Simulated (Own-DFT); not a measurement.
# How strain changes the stress of wurtzite GaN, 72 atoms (Ga36N36)

All numbers below are calculated, not measured. They come from Own-DFT, an in-house plane-wave density functional program, since retired, whose code no person has reviewed. Each row is one single-point run on a periodic cell that was not relaxed, without spin or spin-orbit coupling.

Settings of every run: PBE; PseudoDojo norm-conserving scalar-relativistic files; cutoff 42 hartree; 4 x 4 x 3 k mesh centred on Gamma; Fermi-Dirac smearing of 0.1 eV.

Known limits: forces not confirmed at this smearing and k mesh; stress not checked against mesh or cutoff.

Unstrained cell vectors in Å: (9.567, 0.000, 0.000); (-4.783, 8.285, 0.000); (0.000, 0.000, 10.370). The unstrained cell has measured lattice constants (interpolated for alloys), not those of this functional. That, the random moves and any unrelaxed bonds set the pressure at no strain. Each run strains this cell uniformly, with the atoms carried along. Every atom was also moved at random, by a Gaussian of width 0.05 Å on each axis. Strain is the symmetric tensor, in per cent. Stress is positive in tension, and the pressure is minus a third of its trace.

| run | e_xx (%) | e_yy (%) | e_zz (%) | e_yz (%) | e_xz (%) | e_xy (%) | s_xx (GPa) | s_yy (GPa) | s_zz (GPa) | s_yz (GPa) | s_xz (GPa) | s_xy (GPa) | P (GPa) | E (meV/atom) |
|---|---|---|---|---|---|---|---|---|---|---|---|---|---|---|
| 1 | 0.34 | 0.93 | -0.26 | -1.41 | -1.83 | 1.87 | -6.17 | -2.98 | -8.81 | -2.27 | -4.51 | 5.67 | 5.99 | 12.7 |
| 2 | -1.95 | 0.88 | 1.25 | -0.64 | 0.13 | 0.24 | -14.60 | -4.08 | -3.35 | -1.44 | 0.64 | 0.47 | 7.34 | 0.5 |
| 3 | -1.03 | 1.66 | -1.01 | 0.57 | -1.67 | -0.90 | -10.66 | -2.20 | -11.94 | 1.85 | -2.51 | -2.46 | 8.27 | 5.6 |
| 4 | 1.60 | 1.32 | -1.53 | -0.18 | 0.26 | 0.35 | -0.52 | -2.28 | -13.35 | -0.52 | 0.32 | 0.39 | 5.38 | 8.8 |
| 5 | -1.92 | 1.46 | -1.50 | 1.00 | 1.62 | -0.06 | -13.50 | -5.34 | -17.60 | 1.71 | 3.48 | 0.77 | 12.14 | 30.2 |
| 6 | -0.32 | 1.67 | -0.62 | -1.51 | -1.81 | 1.30 | -8.07 | -1.08 | -11.86 | -2.67 | -3.39 | 3.75 | 7.01 | 28.2 |
| 7 | -1.19 | -0.39 | 0.81 | -1.78 | 1.84 | -1.34 | -11.77 | -11.37 | -5.27 | -4.35 | 3.57 | -4.65 | 9.47 | 10.3 |
| 8 | 0.36 | 1.42 | 1.32 | -1.68 | 1.81 | -0.85 | -5.59 | 0.17 | -0.87 | -3.52 | 4.04 | -2.10 | 2.10 | 0.0 |
| 9 | 1.69 | -0.63 | -1.78 | 0.69 | -1.64 | 1.58 | -2.70 | -10.99 | -14.03 | 0.87 | -3.35 | 3.47 | 9.24 | 16.7 |
| 10 | 1.03 | -0.59 | 1.91 | 1.89 | -0.60 | -0.83 | -3.54 | -6.52 | -0.72 | 4.11 | 0.26 | -3.35 | 3.59 | 5.7 |
| 11 | -0.77 | 1.61 | -1.43 | 0.14 | -1.18 | 1.63 | -10.76 | -2.38 | -13.54 | 0.56 | -2.58 | 5.92 | 8.89 | 1.4 |
| 12 | 1.91 | -0.33 | -1.01 | 1.37 | 1.82 | -1.94 | -2.59 | -9.55 | -10.55 | 3.68 | 4.22 | -5.67 | 7.56 | 30.6 |
| 13 | 0.70 | 0.12 | 1.78 | -1.61 | -1.08 | -0.20 | -2.02 | -5.24 | -1.45 | -3.55 | -2.47 | -1.09 | 2.90 | 2.8 |
| 14 | 0.47 | -1.23 | 0.00 | 1.41 | 0.97 | -1.21 | -7.66 | -13.28 | -8.18 | 3.08 | 1.72 | -4.70 | 9.71 | 24.1 |
| 15 | -1.52 | 1.09 | -1.12 | 0.10 | -0.16 | -0.92 | -13.26 | -3.90 | -14.54 | -0.21 | -1.05 | -3.93 | 10.57 | 2.3 |
| 16 | 1.32 | 0.73 | 0.74 | 0.08 | 0.79 | -0.50 | ? | ? | ? | ? | ? | ? | ? | ? |

E is the free energy for each atom above the lowest run shown.

## Worked fit

Each stress component was fitted by least squares to a constant and the strains of the runs shown, as fractions, with shears doubled. Shear strains stay in the fit of a normal stress only where such slopes are resolved. The slopes, in GPa:

| stress | at no strain | per e_xx | per e_yy | per e_zz | scatter |
|---|---|---|---|---|---|
| s_xx | -7.8 | 377 ± 24 | 88 ± 32 | 54 ± 22 | 1.00 |
| s_yy | -8.0 | 94 ± 20 | 475 ± 27 | 109 ± 19 | 0.84 |
| s_zz | -8.3 | 82 ± 26 | 27 ± 36 | 420 ± 24 | 1.09 |

Each shear stress against twice its own strain: yz 109 ± 7, xz 99 ± 7, xy 161 ± 12 GPa. These are stiffnesses along x, y and z of the frame in which the cell vectors are given, which need not be the crystal's axes. The atoms are held to the strained lattice; where symmetry lets them move under strain, relaxing them would lower some slopes. The table should be nearly symmetric about its diagonal, and what it lacks of that shows the noise. A ninth of its sum, 192 ± 6 GPa, estimates the bulk modulus near the mean pressure of these runs, 7.3 GPa, so it lies above the value at zero pressure.

## Withheld run

Question: what normal stresses and pressure should run 16 give?

The fit gives s_xx = -1.8, s_yy = -2.5, s_zz = -3.9 and P = 2.7 GPa. The calculation gave -0.88, -2.36, -2.88 and P = 2.04 GPa.
